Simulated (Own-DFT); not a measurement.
# Same atoms, different arrangement: In32P32, 64 atoms

Calculated results; nothing here was measured. They come from Own-DFT, an in-house plane-wave density functional program, since retired, whose code no person has reviewed. Each row is one single-point run on a periodic cell that was not relaxed, without spin or spin-orbit coupling.

Settings of every run: PBE; PseudoDojo norm-conserving scalar-relativistic files; cutoff 36 hartree; 3 x 3 x 3 k mesh centred on Gamma; Fermi-Dirac smearing of 0.1 eV.

Known limits, some of them of some rows only: not probed for a lower state with spin; forces on such cells moved up to 12 meV/angstrom on a denser k mesh; stress not checked against mesh or cutoff.

All cells hold the same atoms in the same cell, with vectors in Å (11.737, 0.000, 0.000); (0.000, 11.737, 0.000); (0.000, 0.000, 11.737). Every atom was moved at random from its ideal site; u is the rms move along one axis. The defect's site can differ from row to row. E is the free energy of the cell above the lowest run. The arrangements:

- A: zincblende InP
- B: zincblende InP, with one In on a P site and one P on an In site, 2.5 Å apart

```
arrangement   u (Å)  E (eV)  P (GPa)
          A  0.0162   0.000     3.18
          A  0.0199   0.106     3.20
          A  0.0201   0.130     3.20
          A  0.0450   1.769     3.53
          A  0.0475   1.978     3.56
          A  0.0509   2.247     3.62
          B  0.0288   4.514     3.63
          B  0.0291   4.595     3.63
          B  0.0307   4.711     3.66
          B  0.0455   5.695     3.82
          B  0.0481   5.408     3.83
          B  0.0493   6.300     3.99
```

Question: once the cost of the random moves is taken out, how do the arrangements rank?

## Worked answer

Fit E = a + b u², with one b for all and one a for each arrangement, and with residuals divided by u², since the noise grows with the moves. Then b = 948 eV/Å², the scatter at u = 0.04 Å is 0.15 eV, and against A:

- B: 4.01 ± 0.06 eV (higher)

These are energies of unrelaxed cells. Relaxing the atoms lowers the strained arrangements most, so the gaps would shrink and small ones could change sign.
